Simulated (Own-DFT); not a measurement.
# Which arrangement is lower? C36Si36, 72 atoms

Source: density functional calculations with Own-DFT, an unreviewed in-house program that is no longer used. Nothing was measured or relaxed, and spin and spin-orbit coupling are left out.

Method: PBE; PseudoDojo norm-conserving scalar-relativistic files; cutoff 42 hartree; 4 x 4 x 3 k mesh centred on Gamma; Fermi-Dirac smearing of 0.1 eV.

Limits: forces on such cells passed a denser k mesh, each cell not checked; stress not checked against mesh or cutoff.

All cells hold the same atoms in the same cell, with vectors in Å (9.248, 0.000, 0.000); (-4.624, 8.009, 0.000); (0.000, 0.000, 10.068). Every atom was moved at random from its ideal site; u is the rms move along one axis. E is the free energy of the cell above the lowest run. The arrangements:

- A: 2H SiC
- B: 4H SiC

| arrangement | u (Å) | E (eV) | P (GPa) |
|---|---|---|---|
| A | 0.0283 | 0.271 | 3.76 |
| A | 0.0287 | 0.565 | 3.99 |
| A | 0.0304 | 0.859 | 4.05 |
| A | 0.0589 | 7.107 | 5.93 |
| A | 0.0589 | 8.042 | 6.43 |
| A | 0.0597 | 7.709 | 6.51 |
| B | 0.0280 | 0.000 | 3.63 |
| B | 0.0302 | 0.484 | 3.84 |
| B | 0.0317 | 0.424 | 3.82 |
| B | 0.0580 | 6.934 | 6.06 |
| B | 0.0582 | 6.569 | 5.72 |
| B | 0.0653 | 10.508 | 7.29 |

Asked: which arrangement lies lowest after the energy of the random moves is removed?

## Working it out

Fit E = a + b u², with one b for all and one a for each arrangement, and with residuals divided by u², since the noise grows with the moves. Then b = 2715 eV/Å², the scatter at u = 0.04 Å is 0.26 eV, and against A:

- B: -0.37 ± 0.11 eV (lower)

The cells share one lattice and weren't relaxed, which can shift such small differences either way.
